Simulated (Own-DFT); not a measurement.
Simulation results for AlGa3N4 (wurtzite random alloy, strained, atoms displaced)

A calculation, not a measurement: plane-wave PBE density functional theory by an unreviewed code, no spin, of a simulated periodic cell, stress positive in tension, free energy of the whole cell less one offset for each atom, forces on such cells passed a denser k mesh, this cell's mesh not checked; offsets are fitted by least squares, one for each functional and potential file, so energies compare only between cells with the same atoms and settings and are not formation energies; the far tail of each file's local potential was reset to the Coulomb form; each entry is a single point on an unrelaxed cell, so the pressure reflects the starting lattice, mostly measured values, from which strain is counted, and rises with the displacements; printed positions are rounded, which can move forces by about a meV/angstrom; the program is a retired in-house code; no spin-orbit coupling. Program: Own-DFT development build.

Common to all runs: functional PBE; potential files PseudoDojo norm-conserving, scalar-relativistic, standard set with the stringent files for Ga; wave cutoff 96 hartree; occupations Gaussian; smearing width 0.01 eV; k mesh 4 x 4 x 3 centred on Gamma.

(1) 
```xyz
72
Lattice="9.4142 0.0000 0.0000 -4.7071 8.1529 0.0000 0.0000 0.0000 10.2685" Properties=species:S:1:pos:R:3:force_x:R:1:force_y:R:1:force_z:R:1 formula=AlGa3N4 free_energy_of_cell_above_offsets=-8.099 pressure=11.62 stress_xx=-12.1 stress_yy=-13.8 stress_zz=-8.97 stress_yz=0.04 stress_xz=-0.19 stress_xy=1.01
Ga     0.0465     1.8647    10.2477     -0.587     -1.762      0.831
Ga     1.5652     0.8264     2.5721      0.326      3.138      0.729
N      0.0317     1.8940     1.9290      -0.44     -1.836     -0.256
N      1.5994     0.9540     4.5339      -0.05     -1.779      0.073
Ga     0.0719     1.9027     5.1667     -0.701     -1.531     -0.085
Al     1.5491     0.8861     7.6853      0.066      0.554      0.872
N      0.0591     1.8172     7.1039     -1.685     -0.436      0.899
N      1.5654     0.9238     9.6131      0.473     -0.269     -0.944
Ga    -1.4938     4.5232    10.2490     -1.924     -0.348       0.74
Ga    -0.0310     3.6230     2.5481       0.99      1.235      0.775
N     -1.5646     4.5642     1.9085     -0.619     -1.016     -0.071
N      0.0112     3.6235     4.4969     -0.146      1.207     -0.055
Ga    -1.5921     4.3982     5.2562       0.45      1.525     -4.188
Ga    -0.0024     3.6755     7.6993      0.796     -0.976      0.374
N     -1.5407     4.5394     7.0178     -0.774      0.512      3.297
N      0.0392     3.6397     9.7466     -1.366     -0.403     -2.881
Ga    -3.1187     7.2405     0.0088     -0.503      1.449      0.236
Ga    -1.5886     6.3294     2.5184     -0.921      0.498      1.189
N     -3.1712     7.3344     1.8950       -0.7     -3.351      0.492
N     -1.5871     6.4280     4.4731       0.24     -1.126      1.235
Al    -3.0942     7.2384     5.1454     -1.159      0.411      -0.78
Ga    -1.6015     6.3741     7.7116      0.062     -0.226      0.091
N     -3.2147     7.2701     7.1055      1.781       0.67     -1.677
N     -1.6699     6.2835     9.6737      3.123      1.238     -1.396
Ga     3.1820     1.8532    10.2673     -1.211      -0.96      0.311
Al     4.7733     0.9791     2.6029     -1.908     -1.655     -0.619
N      3.1653     1.8116     1.8916       0.77     -0.392      1.404
N      4.7750     0.9240     4.4873     -1.397     -1.061     -0.223
Ga     3.1831     1.8077     5.1839     -0.281       0.42     -1.357
Ga     4.7389     0.9395     7.6454     -0.898      0.206      1.269
N      3.1092     1.7537     7.0836      0.152      1.113      0.619
N      4.6790     0.9520     9.6109      0.259      -2.11     -0.465
Ga     1.5581     4.4483    10.2154      1.247      2.835      2.081
Ga     3.1223     3.6611     2.5174      0.333     -1.226      1.174
N      1.6214     4.5515     1.9663     -1.672      0.593     -1.016
N      3.1014     3.6471     4.5185      0.942     -0.896     -0.197
Ga     1.6095     4.6048     5.1389     -0.934     -2.203     -0.984
Al     3.2013     3.5804     7.6560     -1.262      0.944      0.531
N      1.5543     4.5543     6.9738      1.071      0.384      3.282
N      3.0842     3.6094     9.6678      1.817      0.573     -2.635
Al     0.0143     7.2379    10.1581     -1.044      0.309      1.843
Ga     1.5434     6.4021     2.5696      0.367     -0.699     -0.137
N     -0.0718     7.1975     1.9703      1.642      2.586     -1.936
N      1.6241     6.2988     4.5333     -1.175      2.115     -0.928
Ga     0.0386     7.2031     5.2316     -0.633      0.191     -2.735
Al     1.5085     6.3700     7.7063      1.773     -1.128      0.152
N      0.0721     7.3140     7.0777     -1.107     -1.226      1.145
N      1.5534     6.3735     9.6238     -0.091     -0.421     -0.909
Ga     6.2414     1.7714    10.2262      0.276      0.941      1.061
Ga     7.8042     0.9669     2.5828      2.861     -1.442      0.516
N      6.3139     1.7427     1.9696     -2.029      1.105     -1.452
N      7.8716     0.8955     4.5165      0.232      0.475      0.317
Ga     6.2522     1.7598     5.1430      1.707      1.164     -0.058
Al     7.7594     0.8556     7.7814      1.649      0.589     -0.731
N      6.2831     1.8381     7.1037      1.013     -1.339     -0.522
N      7.7884     0.8382     9.7142      1.067      2.618     -2.473
Ga     4.7054     4.5656     0.0101      0.025     -0.695     -0.395
Ga     6.2796     3.5703     2.5054      0.007      1.145      0.868
N      4.6896     4.5222     1.9137      0.892      0.789      0.412
N      6.2823     3.6051     4.5055     -0.672     -0.281     -0.056
Ga     4.6604     4.5772     5.1556      0.623     -1.872      -0.81
Ga     6.2303     3.5847     7.6341      0.732      1.841      1.607
N      4.7263     4.6208     7.0657     -1.002     -1.054      0.691
N      6.2825     3.6109     9.6372       0.19     -0.195     -0.485
Ga     3.1886     7.3035     0.0035      0.114     -3.003      0.969
Al     4.6685     6.3272     2.5468      0.822      0.071     -0.094
N      3.1822     7.2553     1.9534     -0.338      0.187     -0.009
N      4.6982     6.2297     4.4200      0.847      3.373      0.498
Ga     3.0925     7.2568     5.1852      1.533      0.105     -1.999
Al     4.7509     6.3957     7.5842     -2.195      -0.72      2.364
N      3.1001     7.2518     7.0188      0.223      0.045      2.908
N      4.8047     6.3322     9.6695     -2.068       0.48     -2.301
```

Units: free_energy_of_cell_above_offsets in eV; pressure, stress_xx, stress_yy, stress_zz, stress_yz, stress_xz, stress_xy in GPa; force_x, force_y, force_z in eV/Å.

(2) 
```xyz
72
Lattice="9.4142 0.0000 0.0000 -4.7071 8.1529 0.0000 0.0000 0.0000 10.2685" Properties=species:S:1:pos:R:3:force_x:R:1:force_y:R:1:force_z:R:1 formula=AlGa3N4 free_energy_of_cell_above_offsets=-8.814 pressure=11.11 stress_xx=-10.84 stress_yy=-12.02 stress_zz=-10.48 stress_yz=0.65 stress_xz=0.32 stress_xy=-0.08
Al    -0.0288     1.7709    10.2345      0.659     -0.484      0.646
Ga     1.5459     0.9676     2.5793      0.257     -1.115     -0.644
N     -0.0033     1.8173     1.9293     -1.557      0.722     -0.456
N      1.5090     0.8490     4.4822      1.012       1.99     -0.545
Ga     0.0138     1.7597     5.1200     -0.927      0.568      0.978
Ga     1.5574     0.9324     7.7486     -0.133       0.11     -0.577
N     -0.0257     1.8095     7.0986      0.526      1.115     -0.349
N      1.6203     0.8738     9.6366     -1.489      1.012      0.692
Ga    -1.6074     4.5117     0.0346      1.598     -0.118     -0.988
Al     0.0927     3.6438     2.5364      -0.85     -0.656      0.257
N     -1.5303     4.5156     1.8855      1.173      0.915      2.281
N      0.0318     3.5884     4.5109     -0.271      0.346     -1.499
Ga    -1.4887     4.5530     5.1201     -1.553      0.376      0.259
Ga    -0.0009     3.6878     7.7219       -0.2     -1.397      0.288
N     -1.5961     4.5669     7.1460      1.291      1.128     -1.648
N      0.0276     3.5404     9.6732     -0.874     -0.026     -0.378
Ga    -3.1760     7.2801     0.0595      0.433     -0.918     -2.305
Al    -1.4941     6.3769     2.4825     -2.408     -0.471      1.329
N     -3.1490     7.2578     1.8600       1.05     -0.508      2.827
N     -1.6403     6.4414     4.5224      2.771     -1.439     -1.504
Ga    -3.1072     7.3286     5.1421     -2.337      -2.35      0.515
Al    -1.5814     6.3525     7.6962     -0.497      0.976      0.269
N     -3.1988     7.3305     7.0380       1.76     -1.488      1.077
N     -1.5927     6.2530     9.6369      0.277       1.76      -0.73
Ga     3.1902     1.8051    10.2191      -0.68      0.419      0.786
Ga     4.8072     0.8660     2.5602     -3.078      0.554      0.849
N      3.1228     1.8509     1.9275      0.707     -1.864     -0.605
N      4.6843     0.9392     4.4551      0.932     -0.913       1.31
Ga     3.1292     1.7948     5.0905     -0.408      -0.11      1.004
Ga     4.6586     0.9641     7.7531      0.952     -0.201     -1.638
N      3.1189     1.8333     7.1134     -0.221      0.537     -0.873
N      4.6844     0.8047     9.5986      1.622      2.784      1.521
Ga     1.5395     4.4274     0.0404      0.579      1.213     -0.899
Ga     3.1292     3.5865     2.5048      0.455       0.82      1.614
N      1.6311     4.5479     1.9010     -1.704     -0.377      0.926
N      3.1150     3.5968     4.5308     -1.265     -0.405     -1.383
Ga     1.5480     4.4918     5.2087      0.669      1.422     -2.065
Ga     3.1165     3.6995     7.7567      0.699     -1.278     -0.728
N      1.5848     4.4945     7.0424      -0.87      0.866      1.338
N      3.1451     3.6585     9.6192      0.561     -0.426      1.009
Ga     0.0120     7.2654    10.2528     -0.975     -1.895      0.365
Ga     1.4445     6.3441     2.5204       3.59     -0.827      1.726
N      0.0082     7.2464     1.9922     -1.804      0.641     -2.217
N      1.5672     6.3975     4.4618      -0.75     -0.119      1.511
Al    -0.0075     7.2923     5.2337      0.471     -0.068      -1.74
Ga     1.5425     6.2932     7.7519      0.845      1.405     -1.508
N     -0.0119     7.2993     7.0882     -0.727     -1.195      0.057
N      1.5416     6.3411     9.6270     -0.193     -1.304      0.612
Al     6.2991     1.8365     0.0194     -0.324     -0.389     -0.425
Al     7.7483     0.9331     2.6043      1.648     -0.555     -0.002
N      6.1964     1.8452     1.9982      2.763      0.092     -2.451
N      7.8149     0.9609     4.5369     -0.963     -0.779     -1.032
Al     6.2233     1.8931     5.0918      0.503     -1.874      0.612
Ga     7.8370     0.9434     7.7202     -0.474     -0.943     -0.726
N      6.2702     1.7907     6.9868     -0.495      0.837      0.305
N      7.8278     0.8498     9.6462     -0.154      1.581      0.689
Ga     4.7554     4.5904     0.0527     -0.098     -1.728     -1.667
Ga     6.3684     3.6314     2.6064     -1.459      0.692     -0.352
N      4.6608     4.4976     1.8809       1.52     -0.158      1.378
N      6.2028     3.5995     4.4811      1.343       0.97      0.636
Ga     4.6130     4.4653     5.1187       1.14        1.7      0.568
Ga     6.3030     3.6618     7.6317     -1.542     -1.209      0.524
N      4.6572     4.5456     7.0659      0.962     -0.344     -0.108
N      6.3752     3.6241     9.5927     -2.261     -1.723      0.457
Ga     3.0833     7.2082    10.2629      0.786     -0.038      0.438
Ga     4.7011     6.2821     2.5036     -0.626      1.174      1.649
N      3.0915     7.2702     1.9335     -0.107      0.622      0.119
N      4.5714     6.3067     4.5360      2.208      0.054     -1.298
Al     3.1898     7.2537     5.1551     -1.937      0.644     -0.436
Ga     4.7429     6.3239     7.7577     -0.588      0.701     -1.883
N      3.1988     7.2734     7.0144     -1.085     -0.534      0.959
N      4.6881     6.2886     9.6017      0.117       1.48      1.285
```

Units: free_energy_of_cell_above_offsets in eV; pressure, stress_xx, stress_yy, stress_zz, stress_yz, stress_xz, stress_xy in GPa; force_x, force_y, force_z in eV/Å.

(3) 
```xyz
72
Lattice="9.4142 0.0000 0.0000 -4.7071 8.1529 0.0000 0.0000 0.0000 10.2685" Properties=species:S:1:pos:R:3:force_x:R:1:force_y:R:1:force_z:R:1 formula=AlGa3N4 free_energy_of_cell_above_offsets=-8.666 pressure=11.22 stress_xx=-14.65 stress_yy=-11.13 stress_zz=-7.89 stress_yz=0.6 stress_xz=-0.08 stress_xy=-0.1
Al     0.0417     1.8091     0.0829     -1.453      0.122     -1.076
Ga     1.5449     0.8943     2.6369      1.101      0.439     -1.249
N      0.0142     1.7807     1.9182     -0.106      0.262      0.312
N      1.5599     0.9550     4.5248      1.181     -0.677      0.856
Ga    -0.0290     1.7534     5.0877     -0.415      1.132      1.256
Al     1.4952     0.9354     7.7621      1.084     -1.084      0.231
N     -0.0442     1.7124     7.1086      2.805      2.129     -1.223
N      1.5119     0.9090     9.7616      0.976      0.969     -2.274
Ga    -1.5830     4.4858    10.1715      0.954       0.65      1.757
Ga    -0.0297     3.5719     2.5864      -0.58      0.913     -0.759
N     -1.6613     4.4994     1.9013      0.805      -0.82      0.342
N     -0.0129     3.6534     4.4868     -0.257     -0.172      1.162
Al    -1.5145     4.6129     5.1559     -0.978     -2.006      0.239
Ga     0.0406     3.6209     7.7392     -1.371     -0.966      0.133
N     -1.5019     4.5493     7.0980     -1.602     -0.007     -0.988
N      0.0067     3.6015     9.6602      1.431     -0.559      0.658
Ga    -3.0674     7.2533    10.2276     -0.289     -0.551      1.425
Ga    -1.5358     6.2693     2.5986     -0.365      0.499     -1.416
N     -3.1337     7.2721     2.0083      0.919     -0.303     -0.739
N     -1.5314     6.3181     4.4844     -0.699      0.098      0.961
Ga    -3.2035     7.1800     5.0831       0.73      0.783      0.769
Ga    -1.5658     6.4665     7.6483     -0.577     -2.477      1.698
N     -3.1798     7.1771     7.1191     -1.163      1.638     -0.666
N     -1.5350     6.2770     9.6460     -0.079      1.535     -0.919
Ga     3.1732     1.9359    10.2659     -0.653      -1.23      0.478
Ga     4.6228     0.9386     2.5730      1.483     -1.239     -0.577
N      3.1461     1.8576     1.9376     -1.248     -0.255     -0.033
N      4.7270     0.9003     4.4634     -1.277      0.272      1.434
Al     3.1361     1.8461     5.1375      0.647     -0.794      0.267
Ga     4.6868     0.9383     7.7531      1.744     -0.751      0.803
N      3.1855     1.7467     7.1545     -3.246       1.55     -1.746
N      4.7295     0.9268     9.7315     -0.226      0.289     -0.793
Al     1.5398     4.6011     0.0583     -0.277      -1.21      0.308
Ga     3.1607     3.6424     2.6237      0.204       0.22     -2.481
N      1.5431     4.4808     1.9924      0.082      0.213      -1.13
N      3.2365     3.6165     4.4211     -2.137     -0.776      3.587
Ga     1.5504     4.5951     5.1139      0.612     -1.127      -0.09
Ga     3.0981     3.6908     7.6617      1.172     -2.091      1.657
N      1.5678     4.4903     7.1355     -0.459      1.306      -2.08
N      3.1163     3.7409     9.6862     -1.416     -0.308     -1.367
Ga     0.0132     7.2317     0.0391     -1.536      0.855      -0.29
Ga     1.6099     6.2877     2.6083     -1.036      0.436     -1.142
N      0.0239     7.1898     1.8839     -0.246      0.603      2.259
N      1.6019     6.4118     4.4791     -0.939     -1.576      0.806
Ga     0.0233     7.2047     5.1266     -0.552      1.709     -0.111
Ga     1.5331     6.3449     7.6317      0.288      0.808      1.506
N     -0.0657     7.2701     7.0584      2.087      0.546     -0.434
N      1.4929     6.3470     9.7513       1.57      -1.24     -2.284
Al     6.2836     1.7924    10.2684     -0.314      1.058       0.56
Ga     7.8726     0.9027     2.5238     -1.297     -0.389      0.648
N      6.2603     1.8379     1.9493      0.268      -1.28     -1.123
N      7.8259     0.8416     4.5405      0.108      2.008     -1.411
Ga     6.2781     1.8473     5.1504      -0.06     -0.656      0.565
Ga     7.9040     0.9755     7.7792     -2.709      -1.64      0.332
N      6.2750     1.7939     7.1387     -0.032      1.743     -0.413
N      7.7738     0.9186     9.6779       1.68     -0.035      1.009
Ga     4.7096     4.5104    10.2052      0.722      1.022      2.198
Al     6.2983     3.5109     2.5625     -1.018      2.681      0.267
N      4.7038     4.5211     1.9291      1.036     -0.144      0.216
N      6.2922     3.6097     4.4929      0.868      1.403      0.057
Ga     4.6645     4.5412     5.1666      1.537     -0.665     -1.353
Al     6.1845     3.7289     7.6598      3.695     -2.596      1.292
N      4.7214     4.4719     7.0489     -1.269      1.553      0.422
N      6.3029     3.6756     9.6721     -1.673     -2.448     -2.432
Ga     3.1096     7.1661     0.0003       0.33      1.326      0.678
Ga     4.7237     6.3997     2.5631      0.209     -2.037     -0.289
N      3.1343     7.2023     2.0223     -0.085      0.891       -1.4
N      4.6368     6.2853     4.4982      0.396       1.01      0.277
Ga     3.0886     7.2807     5.1262      1.269     -0.735      0.767
Al     4.7112     6.2390     7.6587     -0.794      2.027      1.143
N      3.1316     7.2782     7.0332      0.625     -1.342      1.393
N      4.7298     6.3687     9.7138     -0.189      -0.51     -2.442
```

Units: free_energy_of_cell_above_offsets in eV; pressure, stress_xx, stress_yy, stress_zz, stress_yz, stress_xz, stress_xy in GPa; force_x, force_y, force_z in eV/Å.
